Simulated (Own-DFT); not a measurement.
# Strain and stress in 2H SiC, 72 atoms (C36Si36)

Everything here is calculated. The program is Own-DFT (plane waves, in-house, since retired, never reviewed by a person); positions were held fixed, and spin and spin-orbit coupling were off.

Common settings: PBE; PseudoDojo norm-conserving scalar-relativistic files; cutoff 42 hartree; 4 x 4 x 3 k mesh centred on Gamma; Fermi-Dirac smearing of 0.1 eV.

Limits: forces on such cells passed a denser k mesh, each cell not checked; stress not checked against mesh or cutoff.

Unstrained cell vectors in Å: (9.248, 0.000, 0.000); (-4.624, 8.009, 0.000); (0.000, 0.000, 10.068). The unstrained cell has measured lattice constants (interpolated for alloys), not those of this functional. That, the random moves and any unrelaxed bonds set the pressure at no strain. Each run strains this cell uniformly, with the atoms carried along. Each coordinate of each atom was shifted by a normal deviate of width 0.05 Å. Strain is the symmetric tensor, in per cent. Stress is positive in tension, and the pressure is minus a third of its trace.

| run | e_xx (%) | e_yy (%) | e_zz (%) | e_yz (%) | e_xz (%) | e_xy (%) | s_xx (GPa) | s_yy (GPa) | s_zz (GPa) | s_yz (GPa) | s_xz (GPa) | s_xy (GPa) | P (GPa) | E (meV/atom) |
|---|---|---|---|---|---|---|---|---|---|---|---|---|---|---|
| 1 | 0.37 | 1.56 | -0.68 | -0.41 | -1.94 | 1.59 | -0.49 | 3.78 | -11.88 | -0.76 | -6.32 | 6.63 | 2.86 | 30.3 |
| 2 | 0.67 | -0.62 | -0.44 | 1.58 | 1.69 | 1.44 | -1.93 | -7.79 | -8.49 | 5.54 | 6.12 | 5.20 | 6.07 | 22.5 |
| 3 | -0.21 | -1.84 | -0.83 | -0.09 | 1.05 | -0.24 | -6.95 | -16.43 | -14.33 | -0.64 | 4.45 | -1.55 | 12.57 | 36.2 |
| 4 | 1.31 | 1.10 | -0.47 | -0.23 | 1.86 | -1.14 | 2.28 | 1.42 | -8.17 | -0.29 | 7.20 | -5.04 | 1.49 | 22.6 |
| 5 | -0.80 | 1.73 | 1.44 | -0.87 | 1.15 | -1.15 | -6.68 | 4.24 | 1.43 | -2.13 | 4.05 | -4.69 | 0.34 | 21.3 |
| 6 | 0.98 | 0.55 | 0.17 | 0.33 | -0.37 | 1.14 | 2.19 | -1.12 | -5.49 | 0.47 | -1.52 | 4.42 | 1.47 | 6.9 |
| 7 | -0.40 | -1.45 | -1.08 | -1.45 | -1.78 | -0.78 | -8.25 | -13.08 | -16.16 | -4.71 | -5.53 | -1.48 | 12.49 | 42.2 |
| 8 | -0.08 | 1.57 | -0.67 | 1.00 | -0.68 | 0.36 | -4.39 | 3.77 | -11.25 | 3.51 | -2.17 | 1.74 | 3.96 | 24.2 |
| 9 | -0.06 | 1.63 | 0.20 | -0.09 | 1.04 | 0.18 | -2.88 | 4.58 | -5.29 | 0.51 | 3.21 | 0.73 | 1.20 | 0.0 |
| 10 | -1.25 | 1.21 | -0.02 | -0.79 | -1.56 | 0.14 | -10.48 | 0.39 | -8.64 | -2.50 | -5.27 | -0.40 | 6.24 | 32.9 |
| 11 | 0.68 | -0.90 | -0.98 | -1.30 | -0.91 | -1.02 | -1.11 | -9.88 | -13.64 | -4.96 | -2.58 | -4.69 | 8.21 | 21.0 |
| 12 | -1.78 | 1.53 | -0.10 | -0.91 | 0.81 | -0.11 | -15.08 | 1.92 | -6.50 | -3.20 | 2.97 | -1.71 | 6.55 | 25.7 |
| 13 | -0.19 | -1.21 | 1.48 | -1.99 | -0.94 | 1.12 | -5.43 | -13.72 | 1.61 | -7.80 | -2.86 | 4.78 | 5.85 | 33.4 |
| 14 | -1.77 | -1.78 | -0.25 | -1.36 | -1.78 | 1.52 | -18.19 | -18.42 | -9.72 | -4.45 | -6.32 | 9.16 | 15.44 | 56.1 |
| 15 | 1.26 | -1.58 | -0.74 | 0.99 | 1.25 | -1.26 | 0.01 | -12.86 | -10.80 | 3.88 | 4.16 | -5.65 | 7.88 | 22.3 |
| 16 | -1.77 | -1.63 | -1.23 | 1.21 | -0.31 | -1.64 | -19.81 | -15.54 | -18.13 | 4.41 | -1.98 | -10.85 | 17.83 | 72.7 |
| 17 | 0.89 | -0.11 | 0.16 | -0.19 | -1.85 | -0.94 | -0.30 | -3.35 | -6.24 | 0.31 | -5.26 | -2.92 | 3.30 | 27.6 |
| 18 | -0.26 | -1.99 | -1.96 | 0.99 | -1.67 | -0.24 | ? | ? | ? | ? | ? | ? | ? | ? |

E is the free energy for each atom above the lowest run shown.

## Fit

Each stress component was fitted by least squares to a constant and the strains of the runs shown, as fractions, with shears doubled. Shear strains stay in the fit of a normal stress only where such slopes are resolved. The slopes, in GPa:

| stress | at no strain | per e_xx | per e_yy | per e_zz | scatter |
|---|---|---|---|---|---|
| s_xx | -4.7 | 615 ± 26 | 95 ± 21 | 84 ± 38 | 1.11 |
| s_yy | -5.3 | 102 ± 19 | 584 ± 15 | -25 ± 28 | 0.81 |
| s_zz | -7.3 | 72 ± 25 | 40 ± 20 | 652 ± 36 | 1.06 |

The slope of each shear stress on twice its own strain, from a fit on all six strains: yz 180 ± 9, xz 173 ± 5, xy 227 ± 16 GPa. These are stiffnesses along x, y and z of the frame in which the cell vectors are given, with the crystal's c axis along z: C11, C12, C13 and C33. Hexagonal symmetry asks that xx and yy behave alike, which is a second check on the noise. The atoms are held to the strained lattice; where symmetry lets them move under strain, relaxing them would lower some slopes. Symmetry asks for nearly equal slopes across the diagonal; the mismatch is a measure of noise. A ninth of the table's sum, 247 ± 5 GPa, estimates the bulk modulus near the mean pressure of these runs, 6.7 GPa, so it lies above the value at zero pressure.

## The run left out

Q: what normal stresses and pressure should run 18 give?

The fitted form gives s_xx = -9.9, s_yy = -16.6, s_zz = -21.0 and P = 15.8 GPa. The hidden result is -9.40, -18.90, -21.51 and P = 16.60 GPa.
